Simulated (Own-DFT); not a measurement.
# Misfit strain and the stress it brings: wurtzite AlN, 72 atoms (Al36N36)

Source: density functional calculations with Own-DFT, an unreviewed in-house program that is no longer used. Nothing was measured or relaxed, and spin and spin-orbit coupling are left out.

Common settings: PBE; PseudoDojo norm-conserving scalar-relativistic files; cutoff 42 hartree; 4 x 4 x 3 k mesh centred on Gamma; Gaussian smearing of 0.01 eV.

Caveats: k mesh not checked against a denser one; stress not checked against mesh or cutoff.

Unstrained cell vectors in Å: (9.336, 0.000, 0.000); (-4.668, 8.085, 0.000); (0.000, 0.000, 9.964). The unstrained cell has measured lattice constants (interpolated for alloys), not those of this functional. That, the random moves and any unrelaxed bonds set the pressure at no strain. Each run strains x and y alike by e, as a substrate would, and holds the height along z. Each atom got a random Gaussian move of width 0.05 Å along each axis. Stress is positive in tension.

```
e (%)  u (Å)  (s_xx + s_yy)/2 (GPa)  s_zz (GPa)
-2.75  0.047                 -23.51       -9.88
-2.25  0.053                 -20.59       -9.61
-1.50  0.049                 -15.14       -7.64
-1.25  0.044                      ?           ?
-1.00  0.048                 -12.05       -6.25
-0.75  0.047                  -9.73       -7.28
-0.25  0.048                  -7.32       -4.25
 1.25  0.046                   1.72       -4.73
 2.25  0.050                   5.43       -1.77
 3.00  0.054                   8.66       -0.08
```

## Working it out

With e as a fraction, the in-plane stress is -5.6 + 576 e - 3284 e² GPa (errors 8 and 490, scatter 0.44), and s_zz is -5.4 + 162 e GPa (slope ± 16, scatter 0.92). At e = 0 the first slope is C11 + C12 and the second 2 C13, both with the ions held to the strained lattice and at the cell's own pressure. The term in e² is negative: the layer stiffens under compression and softens under tension. A free layer would change its height as e changes, and the in-plane slope would drop by 2 C13²/C33 to the biaxial modulus. At fixed height, a misfit of 1 % moves the in-plane stress by about 5.8 GPa and s_zz by 1.6 GPa.

## Check

Question: what are the two stresses at e = -1.25 %?

From the fit: -13.3 and -7.4 GPa. DFT gave -12.60 and -7.54 GPa.
